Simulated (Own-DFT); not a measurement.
# What a defect does to the pressure of its cell: grey tin

No measurement is shown. These are fixed-geometry runs of a retired plane-wave code named Own-DFT, which no person has reviewed; spin and spin-orbit coupling are neglected.

Method: PBE; PseudoDojo norm-conserving scalar-relativistic files; cutoff 42 hartree; 3 x 3 x 3 k mesh centred on Gamma; cold (Marzari-Vanderbilt) smearing of 0.2 eV.

Limits (not all hold for every row): not probed for a lower state with spin; forces on such cells moved up to 12 meV/angstrom on a denser k mesh; stress not checked against mesh or cutoff.

All runs share one cell, with vectors in Å (12.978, 0.000, 0.000); (0.000, 12.978, 0.000); (0.000, 0.000, 12.978) and a volume of 2185.9 Å³. The atoms are randomly displaced, by u rms on each axis. The defect's site can differ from row to row.

| cell | formula | u (Å) | P (GPa) |
|---|---|---|---|
| no defect | Sn64 | 0.0175 | 3.37 |
| no defect | Sn64 | 0.0205 | 3.39 |
| no defect | Sn64 | 0.0538 | 3.67 |
| two Sn vacancies | Sn62 | 0.0299 | 3.13 |
| two Sn vacancies | Sn62 | 0.0310 | 3.14 |
| two Sn vacancies | Sn62 | 0.0493 | 3.23 |
| two Sn vacancies | Sn62 | 0.0511 | ? |
| one Sn vacancy | Sn63 | 0.0307 | 3.25 |
| one Sn vacancy | Sn63 | 0.0467 | 3.41 |
| one Sn vacancy | Sn63 | 0.0530 | 3.48 |

## Worked fit

P = P0 + c u² + a shift for each defect gives P0 = 3.35 GPa, c = 108 ± 10 GPa/Å² and a scatter of 0.03 GPa. The shifts, and each times the cell's volume:

- one Sn vacancy: -0.18 ± 0.02 GPa, -2.5 eV
- two Sn vacancies: -0.33 ± 0.02 GPa, -4.5 eV (-2.3 eV for each of its 2 sites)

Against the defect-free cell, a freed cell would be larger where the shift is positive and smaller where it is negative (160.2 GPa Å³ is 1 eV). The atoms around the defects weren't relaxed, which would change these numbers.

## Check

Q: what pressure belongs in the blank (two Sn vacancies, u = 0.0511 Å)?

The fit gives 3.29 ± 0.03 GPa. The hidden result is 3.35 GPa.
